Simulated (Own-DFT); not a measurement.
Hf36O71 (tetragonal hafnia with one neutral oxygen vacancy, atoms displaced) (calculated)

A calculation, not a measurement: plane-wave PBE and HSE06 DFT by an unreviewed code, no spin, of a simulated cell at Gamma alone, so results move with cell size and shape, stress positive in tension, energies less offsets, not probed for a lower state with spin; hafnium file: forces about 75 meV/angstrom off all-electron values; oxygen file: force components 24 meV/angstrom off all-electron in a glass; k mesh not checked against a denser one; forces and stress are PBE's, HSE06 gives the energy alone, and its difference from PBE has offsets of its own; offsets are fitted by least squares, one for each functional and potential file, so energies compare only between cells with the same atoms and settings and are not formation energies; the far tail of each file's local potential was reset to the Coulomb form; each entry is a single point on an unrelaxed cell, so the pressure reflects the starting lattice, taken from the Materials Project, from which strain is counted, and rises with the displacements; printed positions are rounded, which can move forces by about a meV/angstrom; the program is a retired in-house code; no spin-orbit coupling. Program: Own-DFT development build.

Settings shared by all entries: first functional PBE; second functional HSE06; exact exchange share 0.25; screening 0.11 1/bohr; exchange divergence Gygi-Baldereschi; potential files PseudoDojo norm-conserving, scalar-relativistic, made for PBE, standard set; wave cutoff 48 hartree; occupations fixed; k mesh 1 x 1 x 1 centred on Gamma.

(1) Hf36O71 (tetragonal hafnia with one neutral oxygen vacancy, atoms displaced)

```
CELL_PARAMETERS angstrom
10.78000 0.00000 0.00000
0.00000 10.78000 0.00000
0.00000 0.00000 10.44930
ATOMIC_POSITIONS crystal
Hf 0.98907 0.99626 0.98920
Hf 0.17026 0.16417 0.25654
O 0.98847 0.16572 0.14682
O 0.16080 0.99981 0.34648
O 0.00904 0.15667 0.39634
O 0.16879 0.00899 0.08405
Hf 0.98864 0.98519 0.49439
Hf 0.17334 0.17241 0.76143
O 0.99001 0.16834 0.64612
O 0.16264 0.00767 0.85282
O 0.00950 0.15757 0.91167
O 0.17870 0.01014 0.59591
Hf 0.00161 0.33585 0.99975
Hf 0.15208 0.50744 0.25580
O 0.00055 0.49700 0.16210
O 0.16798 0.33875 0.34319
O 0.00389 0.51532 0.40342
O 0.17506 0.32770 0.09585
Hf 0.99471 0.32827 0.49162
Hf 0.16435 0.48910 0.75532
O 0.00231 0.49417 0.65644
O 0.15981 0.33583 0.83820
O 0.00719 0.49378 0.90358
O 0.17661 0.32287 0.60721
Hf 0.98493 0.65343 0.99809
Hf 0.16682 0.83371 0.25585
O 0.98774 0.84787 0.13767
O 0.17011 0.67743 0.34843
O 0.99325 0.83744 0.40038
O 0.16653 0.67668 0.09679
Hf 0.99862 0.66326 0.51608
Hf 0.15796 0.83901 0.75643
O 0.00827 0.83535 0.65518
O 0.17152 0.66648 0.84397
O 0.99253 0.83079 0.90307
O 0.16399 0.66913 0.59740
Hf 0.32780 0.00177 0.99700
Hf 0.49037 0.15724 0.24662
O 0.33014 0.16747 0.15132
O 0.50771 0.99307 0.34571
O 0.33635 0.16493 0.40941
O 0.50497 0.01006 0.09787
Hf 0.33988 0.00653 0.49256
Hf 0.49752 0.16378 0.75478
O 0.35606 0.16180 0.65851
O 0.49557 0.00375 0.84705
O 0.33831 0.15429 0.90644
O 0.50125 0.00824 0.59337
Hf 0.34688 0.31167 0.99997
Hf 0.50611 0.49781 0.23598
O 0.33815 0.49882 0.15271
O 0.48713 0.33781 0.33302
O 0.34944 0.50019 0.39698
O 0.49571 0.33357 0.09682
Hf 0.31653 0.33660 0.49996
Hf 0.51317 0.49742 0.75260
O 0.32662 0.50414 0.65624
O 0.50077 0.32341 0.84504
O 0.32886 0.52156 0.90322
O 0.50468 0.33135 0.59685
Hf 0.34687 0.66468 0.00592
Hf 0.49385 0.83156 0.24333
O 0.33305 0.84150 0.14982
O 0.50384 0.67250 0.36086
O 0.33061 0.82922 0.40104
O 0.50468 0.65965 0.09387
Hf 0.33362 0.66721 0.50015
Hf 0.50100 0.81586 0.73912
O 0.33839 0.83766 0.64953
O 0.49647 0.66898 0.84988
O 0.33620 0.83574 0.92070
O 0.48690 0.65849 0.60714
Hf 0.66671 0.98899 0.00918
Hf 0.83645 0.16938 0.24884
O 0.67386 0.16212 0.15299
O 0.84468 0.00826 0.34981
O 0.66608 0.17269 0.40267
O 0.83997 0.01173 0.09774
Hf 0.67107 0.99948 0.49323
Hf 0.83050 0.15081 0.73218
O 0.66651 0.18147 0.64315
O 0.84340 0.00525 0.82967
O 0.84769 0.99486 0.59608
Hf 0.67267 0.34160 0.01198
Hf 0.83906 0.50301 0.24712
O 0.67776 0.50345 0.15514
O 0.83505 0.33923 0.35277
O 0.66226 0.49508 0.40733
O 0.84829 0.33757 0.09026
Hf 0.66724 0.33518 0.51098
Hf 0.84268 0.49485 0.74254
O 0.66344 0.49135 0.65743
O 0.83484 0.31962 0.84565
O 0.67374 0.49348 0.87826
O 0.82293 0.33712 0.58878
Hf 0.67271 0.67255 0.00442
Hf 0.83852 0.83548 0.24663
O 0.66876 0.83594 0.15825
O 0.83689 0.66789 0.34174
O 0.67125 0.83947 0.38602
O 0.82171 0.67811 0.08598
Hf 0.67011 0.66814 0.50078
Hf 0.83409 0.83044 0.75191
O 0.66465 0.82984 0.66743
O 0.83058 0.66291 0.84665
O 0.65786 0.81004 0.90527
O 0.84586 0.67905 0.59682
```

```
PBE energy of cell above offsets : -84.271 eV
HSE06 less PBE above offsets     : 0.721 eV
PBE pressure                     : 7.36 GPa
PBE stress xx                    : -8.59 GPa
PBE stress yy                    : -5.59 GPa
PBE stress zz                    : -7.9 GPa
PBE stress yz                    : 1 GPa
PBE stress xz                    : 0.34 GPa
PBE stress xy                    : 0.41 GPa
```

Force:
```csv
element,x (eV/Å),y (eV/Å),z (eV/Å)
Hf,2.398,0.576,2.056
Hf,-2.457,-0.075,-1.994
O,2.592,0.792,1.139
O,1.009,-0.367,-0.469
O,-0.2,2.526,0.805
O,-1.762,-0.014,1.914
Hf,5.299,3.7,0.004
Hf,-0.835,-2.838,-2.762
O,2.08,1.248,-0.181
O,0.469,-1.672,-1.133
O,0.409,3.219,-1.608
O,-1.333,-0.071,-0.018
Hf,2.244,-4.245,-0.51
Hf,5.24,1.07,-0.245
O,-0.974,0.771,-2.773
O,-0.522,-0.381,1.43
O,0.162,-2.491,-0.051
O,-0.998,0.255,-0.611
Hf,-0.246,-1.406,0.572
Hf,3.233,5.153,-0.903
O,0.112,0.008,-1.74
O,0.602,-2.119,3.004
O,-1.121,1.226,-0.319
O,-3.227,-0.135,-0.243
Hf,3.954,3.019,-0.656
Hf,0.253,0.375,-2.36
O,1.579,-1.284,1.711
O,-0.503,-1.902,0.256
O,0.093,-3.492,-1.105
O,-1.631,-0.753,0.393
Hf,4.187,1.405,-2.729
Hf,3.582,-1.014,0.396
O,-2.116,0.231,-0.807
O,-1.762,0.738,-0.422
O,-0.285,-1.501,-1.24
O,0.021,-0.009,-0.223
Hf,0.849,-3.511,1.242
Hf,2.751,1.807,1.183
O,0.722,-0.14,0.059
O,-0.742,0.689,-0.131
O,-0.57,1.576,-2.146
O,-0.685,-0.419,0.257
Hf,-0.646,-3.083,3.059
Hf,3.951,-0.964,-0.498
O,-5.552,0.723,-1.28
O,1.554,-2.086,0.307
O,-0.892,3.254,-2.258
O,2.17,-1.028,-0.969
Hf,-2.28,3.725,0.404
Hf,-2.669,-0.2,3.47
O,-0.99,0.755,0.217
O,0.75,-1.831,-0.422
O,-1.794,0.613,1.408
O,2.827,0.183,0.03
Hf,5.42,1.693,-0.963
Hf,-3.718,-0.165,0.544
O,0.206,-1.128,-0.41
O,-0.443,1.968,1.77
O,0.213,-4.808,-0.682
O,-2.214,1.101,-0.002
Hf,-3.645,0.758,-0.895
Hf,0.324,-0.585,1.716
O,0.152,-0.042,1.456
O,0.674,0.17,-1.268
O,0.159,1.534,-0.69
O,1.798,0.573,2.063
Hf,-0.707,-0.89,-0.006
Hf,-3.393,2.106,2.321
O,-1.025,-0.36,0.451
O,0.337,-1.484,-0.001
O,-0.19,-0.419,-1.93
O,3.503,0.447,-0.254
Hf,-0.668,2.074,-0.912
Hf,-0.257,-0.175,0.122
O,-1.146,0.924,-0.091
O,-1.018,-1.11,-0.147
O,0.106,-1.39,-0.083
O,-2.974,-1.158,-0.382
Hf,-1.701,1.64,-0.426
Hf,-0.784,4.531,0.807
O,0.584,-2.26,1.517
O,-0.799,-3.628,2.679
O,-5.161,-0.654,1.179
Hf,0.407,-1.903,-2.756
Hf,-1.632,-0.856,2.788
O,-0.138,-0.827,-1.313
O,1.441,0.089,-1.031
O,0.656,2.385,-0.081
O,-3.259,0.976,1.686
Hf,-3.731,-0.764,-2.835
Hf,-3.247,-2.094,2.174
O,3.162,1.722,-2.35
O,0.315,1.034,-0.612
O,-0.421,0.306,3.54
O,5.052,0.968,1.753
Hf,-4.342,-4.079,-1.819
Hf,-0.221,0.991,0.774
O,-0.405,0.002,-1.502
O,-0.532,-0.23,0.092
O,0.78,-0.834,2.968
O,4.963,-0.645,3.236
Hf,-2.075,-0.795,-2.059
Hf,1.204,-0.203,0.243
O,2.143,-0.068,-2.786
O,1.15,-0.606,-0.347
O,1.088,5.938,-1.445
O,-4.3,-0.39,1.689
```

(2) Hf36O71 (tetragonal hafnia with one neutral oxygen vacancy, atoms displaced)

```
CELL_PARAMETERS angstrom
10.78000 0.00000 0.00000
0.00000 10.78000 0.00000
0.00000 0.00000 10.44930
ATOMIC_POSITIONS crystal
Hf 0.98959 0.00175 0.00901
Hf 0.16883 0.16869 0.25306
O 0.99256 0.16811 0.15440
O 0.16862 0.00190 0.34668
O 0.00435 0.17051 0.40367
O 0.16881 0.99603 0.09648
Hf 0.00654 0.00015 0.50161
Hf 0.17396 0.17879 0.74688
O 0.00523 0.16969 0.65520
O 0.16768 0.99958 0.85052
O 0.99987 0.17339 0.90717
O 0.16800 0.99580 0.59531
Hf 0.00338 0.33458 0.99949
Hf 0.16355 0.49841 0.25461
O 0.00319 0.50145 0.15989
O 0.00065 0.50465 0.39800
O 0.16462 0.34041 0.08967
Hf 0.00643 0.34088 0.49585
Hf 0.16792 0.50102 0.74370
O 0.00321 0.50067 0.65939
O 0.16892 0.33801 0.85086
O 0.00738 0.50180 0.89763
O 0.16703 0.33636 0.60348
Hf 0.00774 0.66100 0.00588
Hf 0.16688 0.83864 0.24805
O 0.99437 0.83324 0.15270
O 0.16983 0.67694 0.35569
O 0.99535 0.83489 0.41043
O 0.16571 0.66538 0.10043
Hf 0.99631 0.66347 0.49488
Hf 0.16425 0.82814 0.74658
O 0.99619 0.83676 0.65065
O 0.16395 0.66088 0.84810
O 0.00056 0.83338 0.89759
O 0.16663 0.67479 0.59926
Hf 0.32986 0.99892 0.99603
Hf 0.50318 0.16519 0.25103
O 0.32892 0.16460 0.14888
O 0.49765 0.99654 0.34988
O 0.32769 0.15898 0.39706
O 0.49186 0.00310 0.09377
Hf 0.33392 0.00442 0.49886
Hf 0.50738 0.17617 0.75292
O 0.34205 0.16307 0.65506
O 0.49840 0.00527 0.83891
O 0.32783 0.16163 0.90674
O 0.50636 0.00173 0.60118
Hf 0.33180 0.33904 0.00145
Hf 0.49077 0.48981 0.25318
O 0.33481 0.50268 0.14828
O 0.49967 0.33755 0.35956
O 0.33243 0.50426 0.39487
O 0.49843 0.33624 0.10358
Hf 0.33452 0.33357 0.49466
Hf 0.49787 0.50025 0.75279
O 0.33494 0.50046 0.65521
O 0.50473 0.33651 0.85074
O 0.33202 0.50013 0.90955
O 0.50236 0.32708 0.59945
Hf 0.33076 0.66814 0.00276
Hf 0.50416 0.83268 0.25021
O 0.33386 0.83990 0.15455
O 0.49102 0.65428 0.34519
O 0.33869 0.82523 0.40081
O 0.49826 0.66637 0.08665
Hf 0.33495 0.66753 0.50305
Hf 0.49362 0.83026 0.74290
O 0.32927 0.83858 0.66211
O 0.50093 0.66309 0.84966
O 0.33082 0.83959 0.90316
O 0.49816 0.67116 0.60143
Hf 0.67085 0.99512 0.00476
Hf 0.82566 0.16917 0.24425
O 0.66213 0.17007 0.15776
O 0.83478 0.99327 0.35520
O 0.67176 0.15925 0.39745
O 0.83434 0.99801 0.09629
Hf 0.66370 0.00072 0.50441
Hf 0.83361 0.17375 0.74291
O 0.66881 0.16595 0.64930
O 0.82558 0.99881 0.84189
O 0.66497 0.16922 0.90570
O 0.83351 0.00800 0.60040
Hf 0.66200 0.33791 0.00280
Hf 0.83658 0.49553 0.25426
O 0.66785 0.49751 0.15791
O 0.83344 0.32691 0.34739
O 0.66534 0.50317 0.40521
O 0.82737 0.33778 0.10369
Hf 0.67117 0.33266 0.49680
Hf 0.82672 0.49763 0.75462
O 0.66502 0.50678 0.65155
O 0.82923 0.32685 0.84766
O 0.66980 0.50712 0.88989
O 0.83797 0.33189 0.59947
Hf 0.66897 0.65297 0.99882
Hf 0.84334 0.83795 0.24365
O 0.67185 0.83448 0.14447
O 0.83152 0.66301 0.34553
O 0.66227 0.84023 0.40425
O 0.84455 0.66972 0.10067
Hf 0.66987 0.66065 0.50317
Hf 0.83274 0.84247 0.75119
O 0.66623 0.83489 0.64891
O 0.83843 0.66621 0.85278
O 0.66481 0.83846 0.90911
O 0.83932 0.66532 0.60540
```

```
PBE energy of cell above offsets : -96.458 eV
HSE06 less PBE above offsets     : 0.139 eV
PBE pressure                     : 1.9 GPa
PBE stress xx                    : -2.89 GPa
PBE stress yy                    : -0.39 GPa
PBE stress zz                    : -2.43 GPa
PBE stress yz                    : -1.02 GPa
PBE stress xz                    : 0.06 GPa
PBE stress xy                    : 0.05 GPa
```

Force:
```csv
element,x (eV/Å),y (eV/Å),z (eV/Å)
Hf,4.223,-0.113,-3.351
Hf,-0.491,-0.423,-0.761
O,1.202,-0.072,0.023
O,-0.259,-0.35,0.103
O,0.827,0.69,0.129
O,-2.025,0.112,0.869
Hf,-1.861,0.151,0.52
Hf,-0.326,-2.621,1.701
O,0.085,0.105,-0.104
O,-0.335,0.656,-1.367
O,-0.195,-0.965,0.101
O,0.736,0.404,-0.181
Hf,-1.199,0.059,-0.645
Hf,1.45,1.189,-0.186
O,-0.384,-0.382,-0.58
O,0.541,-1.536,-0.119
O,0.426,-0.143,1.952
Hf,-0.78,-1.948,1.225
Hf,-0.752,0.497,1.67
O,-0.776,-0.322,-1.542
O,0.27,-0.181,-0.478
O,-0.787,-1.095,1.292
O,0.944,-0.135,-1.629
Hf,-1.663,1.033,-2.486
Hf,0.899,-0.284,0.142
O,2.996,0.623,-0.796
O,-0.757,-1.658,-1.145
O,0.33,-0.632,-1.22
O,0.802,0.324,0.905
Hf,0.306,2.433,1.7
Hf,-1.52,1.417,1.755
O,0.363,0.242,0.038
O,0.745,0.789,0.082
O,-0.138,0.167,1.427
O,-0.07,-0.786,-0.201
Hf,-0.313,0.269,-0.364
Hf,-1.665,-1.131,-0.192
O,0.406,1.028,1.338
O,-0.256,1.195,-0.545
O,-0.064,2.6,0.256
O,2.247,0.154,0.954
Hf,0.754,-2.019,1.072
Hf,-0.003,-2.523,0.16
O,-1.191,0.52,-0.963
O,0.128,-0.513,0.212
O,0.273,2.83,-0.718
O,-1.876,-0.215,-0.808
Hf,-0.153,-1.624,-0.27
Hf,0.943,1.971,-0.786
O,-1.21,-0.471,0.673
O,-0.173,-1.851,-0.304
O,-1.077,-1.764,1.082
O,0.04,-0.235,-0.002
Hf,0.594,-0.082,0.807
Hf,0.273,0.834,-0.242
O,0.319,-0.249,-0.966
O,-0.287,0.741,0.728
O,0.459,0.31,-1.014
O,-0.008,0.637,-0.399
Hf,0.504,0.852,-0.738
Hf,0.096,-0.687,0.057
O,-0.082,-0.885,0.255
O,0.876,1.475,-0.188
O,0.056,1.757,0.781
O,0.622,0.086,0.98
Hf,-0.393,0.529,-0.876
Hf,1.692,1.371,1.74
O,0.618,-0.334,-1.755
O,-0.243,0.3,-0.634
O,0.338,-2.511,-0.188
O,0.209,-0.157,-0.376
Hf,-2.581,-0.178,-1.772
Hf,1.093,-1.157,1.826
O,0.211,-0.053,-1.2
O,0.427,1.47,-1.704
O,-0.723,1.769,0.079
O,-1.345,0.487,1.643
Hf,1.455,-1.113,-0.021
Hf,0.75,-1.989,0.187
O,-0.142,0.898,-0.04
O,0.437,2.1,1.591
O,-0.083,0.284,0.587
O,0.466,-0.158,-0.307
Hf,0.648,-0.873,-0.526
Hf,-0.922,0.792,-0.93
O,-0.459,0.453,-0.794
O,-0.139,1.199,0.761
O,0.593,-1.627,-0.107
O,0.719,-0.157,-0.749
Hf,-0.24,-0.626,0.559
Hf,1.543,1.471,-0.134
O,-0.219,-0.526,-0.308
O,-0.143,2.071,0.567
O,-0.087,-2.568,0.811
O,-0.508,0.531,-0.675
Hf,0.681,3.781,0.871
Hf,-3.325,-0.978,2.444
O,-0.467,0.247,1.426
O,0.175,0.604,0.619
O,-0.52,-2.129,-0.357
O,-1.499,-0.951,-0.168
Hf,0.295,2.346,0.241
Hf,0.154,-1.94,-0.318
O,0.201,-0.385,0.595
O,-0.806,-0.293,-0.435
O,0.03,-1.663,-0.68
O,-0.946,-0.59,-1.201
```
